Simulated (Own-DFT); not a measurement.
# Response to strain: wurtzite GaN, 96 atoms (Ga48N48)

Calculated results; nothing here was measured. They come from Own-DFT, an in-house plane-wave density functional program, since retired, whose code no person has reviewed. Each row is one single-point run on a periodic cell that was not relaxed, without spin or spin-orbit coupling.

Settings of every run: PBE; PseudoDojo norm-conserving scalar-relativistic files (stringent for Ga); cutoff 96 hartree; 3 x 4 x 3 k mesh centred on Gamma; Gaussian smearing of 0.01 eV.

Known limits: forces on such cells passed a denser k mesh, each cell not checked; stress not checked against mesh or cutoff.

Unstrained cell vectors in Å: (12.756, 0.000, 0.000); (-4.783, 8.285, 0.000); (0.000, 0.000, 10.370). The unstrained cell has measured lattice constants (interpolated for alloys), not those of this functional. That, the random moves and any unrelaxed bonds set the pressure at no strain. Each run strains this cell uniformly, with the atoms carried along. Every atom was also moved at random, by a Gaussian of width 0.05 Å on each axis. Strain is the symmetric tensor, in per cent. Stress is positive in tension, and the pressure is minus a third of its trace.

```
run,e_xx (%),e_yy (%),e_zz (%),e_yz (%),e_xz (%),e_xy (%),s_xx (GPa),s_yy (GPa),s_zz (GPa),s_yz (GPa),s_xz (GPa),s_xy (GPa),P (GPa),E (meV/atom)
1,-1.19,0.24,1.28,-1.24,1.15,0.51,-10.35,-6.45,-2.96,-1.66,2.39,1.10,6.58,6.6
2,0.43,0.70,-1.04,1.39,-1.72,-1.10,-3.57,-4.82,-13.16,2.80,-3.61,-3.11,7.19,12.9
3,0.23,-1.96,-0.23,1.54,-1.76,-1.74,-7.85,-18.93,-8.90,3.17,-3.78,-5.45,11.89,35.9
4,-1.03,0.58,0.41,1.04,-1.09,-1.36,-11.33,-5.80,-5.33,1.13,-2.60,-4.55,7.49,8.6
5,0.26,0.32,0.49,1.38,-0.92,-0.52,-5.26,-5.50,-4.69,2.29,-1.90,-0.34,5.15,2.6
6,-0.26,-0.06,-1.20,0.82,-0.03,0.11,-9.73,-8.41,-13.50,1.65,0.51,-1.84,10.54,18.6
7,1.85,-0.64,-0.73,1.30,-0.28,0.43,0.66,-9.48,-11.07,2.36,-0.75,1.55,6.63,13.2
8,1.03,-1.21,-1.49,0.76,-1.39,-0.36,-5.87,-11.29,-15.41,1.23,-3.60,-1.39,10.86,21.0
9,-0.58,0.21,-1.85,1.53,-1.26,-0.99,-10.92,-10.03,-15.95,3.41,-2.69,-4.30,12.30,37.3
10,-1.62,-0.41,-0.13,0.72,0.43,-0.06,-13.92,-10.18,-9.31,1.96,0.78,-1.46,11.14,0.0
11,1.69,-1.43,-1.29,-1.53,-1.44,0.55,-1.72,-13.27,-13.58,-3.54,-2.57,0.84,9.52,22.0
12,-0.39,1.64,-1.09,0.72,1.11,-0.30,-8.46,-1.08,-11.29,1.98,2.43,-1.63,6.95,1.9
13,0.17,-0.81,-1.89,-0.10,0.26,-1.76,-9.85,-10.76,-18.35,-0.34,0.21,-5.48,12.99,36.2
14,-0.23,0.34,-1.30,1.32,1.47,0.52,-7.69,-6.07,-15.09,3.61,3.32,0.82,9.61,13.6
15,-1.70,1.24,-1.52,0.22,-0.64,0.23,-13.62,-5.20,-14.53,0.67,-1.49,-0.02,11.12,8.0
16,0.80,-0.54,0.00,1.04,-0.23,-1.80,?,?,?,?,?,?,?,?
```

E is the free energy for each atom above the lowest run shown.

## Worked fit

Each stress component was fitted by least squares to a constant and the strains of the runs shown, as fractions, with shears doubled. Shear strains stay in the fit of a normal stress only where such slopes are resolved. The slopes, in GPa:

```
stress  at no strain  per e_xx  per e_yy  per e_zz  scatter
  s_xx          -6.7  449 ± 28  120 ± 29   97 ± 27     0.90
  s_yy          -7.6  105 ± 39  466 ± 41   53 ± 37     1.25
  s_zz          -7.8   34 ± 27   55 ± 28  479 ± 26     0.87
```

Each shear stress against twice its own strain: yz 105 ± 7, xz 105 ± 6, xy 133 ± 14 GPa. These are stiffnesses along x, y and z of the frame in which the cell vectors are given, which need not be the crystal's axes. The atoms are held to the strained lattice; where symmetry lets them move under strain, relaxing them would lower some slopes. The table should be nearly symmetric about its diagonal, and what it lacks of that shows the noise. A ninth of its sum, 206 ± 7 GPa, estimates the bulk modulus near the mean pressure of these runs, 9.3 GPa, so it lies above the value at zero pressure.

## Withheld run

Question: what normal stresses and pressure should run 16 give?

The fit gives s_xx = -3.8, s_yy = -9.3, s_zz = -7.8 and P = 7.0 GPa. The calculation gave -4.34, -7.46, -7.89 and P = 6.56 GPa.
